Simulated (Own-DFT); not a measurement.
# An alloy series: diamond-structure SiGe

Calculated results; nothing here was measured. They come from Own-DFT, an in-house plane-wave density functional program, since retired, whose code no person has reviewed. Each row is one single-point run on a periodic cell that was not relaxed, without spin or spin-orbit coupling.

Settings of every run: PBE; PseudoDojo norm-conserving scalar-relativistic files; cutoff 42 hartree; 5 x 5 x 5 k mesh centred on Gamma; Fermi-Dirac smearing of 0.1 eV.

Known limits, some of them of some rows only: forces on such cells failed a check on a denser k mesh; forces on such cells moved up to 12 meV/angstrom on a denser k mesh; forces on such cells passed a denser k mesh, each cell not checked; stress not checked against mesh or cutoff.

Each cell has 16 atoms, with Ge and Si placed at random on their shared sites; x is the share of Ge. Lattice constants follow the straight line between measured values of the end members, and atoms start on the ideal sites of that lattice. Every atom was also moved at random, by a Gaussian of width 0.03 Å on each axis. u is the rms move along one axis. dE is the free energy for each Ge or Si site above the straight-line part, a + b x, of the fit below.

```
x,cell,u (Å),volume (Å³/atom),P (GPa),dE (meV/site)
0.125,Ge2Si14,0.0276,20.340,2.13,3.3
0.125,Ge2Si14,0.0263,20.340,2.12,2.6
0.125,Ge2Si14,0.0290,20.340,2.27,7.7
0.125,Ge2Si14,0.0297,20.340,2.21,7.0
0.250,Ge4Si12,0.0298,20.659,2.31,13.0
0.250,Ge4Si12,0.0306,20.659,2.30,6.6
0.250,Ge4Si12,0.0270,20.659,2.39,11.0
0.250,Ge4Si12,0.0316,20.659,2.33,10.1
0.500,Ge8Si8,0.0297,21.306,?,?
0.750,Ge12Si4,0.0258,21.966,3.28,7.7
0.750,Ge12Si4,0.0314,21.966,3.36,16.6
0.750,Ge12Si4,0.0329,21.966,3.31,13.2
0.750,Ge12Si4,0.0243,21.966,3.20,4.4
0.875,Ge14Si2,0.0308,22.302,3.63,4.8
0.875,Ge14Si2,0.0334,22.302,3.73,9.1
0.875,Ge14Si2,0.0284,22.302,3.63,4.4
0.875,Ge14Si2,0.0321,22.302,3.73,10.3
```

## Worked fit

Fit E = a + b x + W x (1 - x) + k (u² - 0.03²) to the rows shown. It gives W = 58 ± 17 meV/site and k = 16 ± 5 eV/Å², with a scatter of 2.6 meV/site. Part of W is bond strain that relaxing the atoms would remove. The pressures follow P = 2.12 + 0.40 x + 1.56 x² GPa, with a scatter of 0.06.

## Withheld member

Question: what pressure and dE should the cell at x = 0.500 give?

The fits give 2.7 GPa and 14 meV/site. The calculation gave 2.84 GPa and 23.1 meV/site. This run lies off the fit, by chance or by something that the fit leaves out.
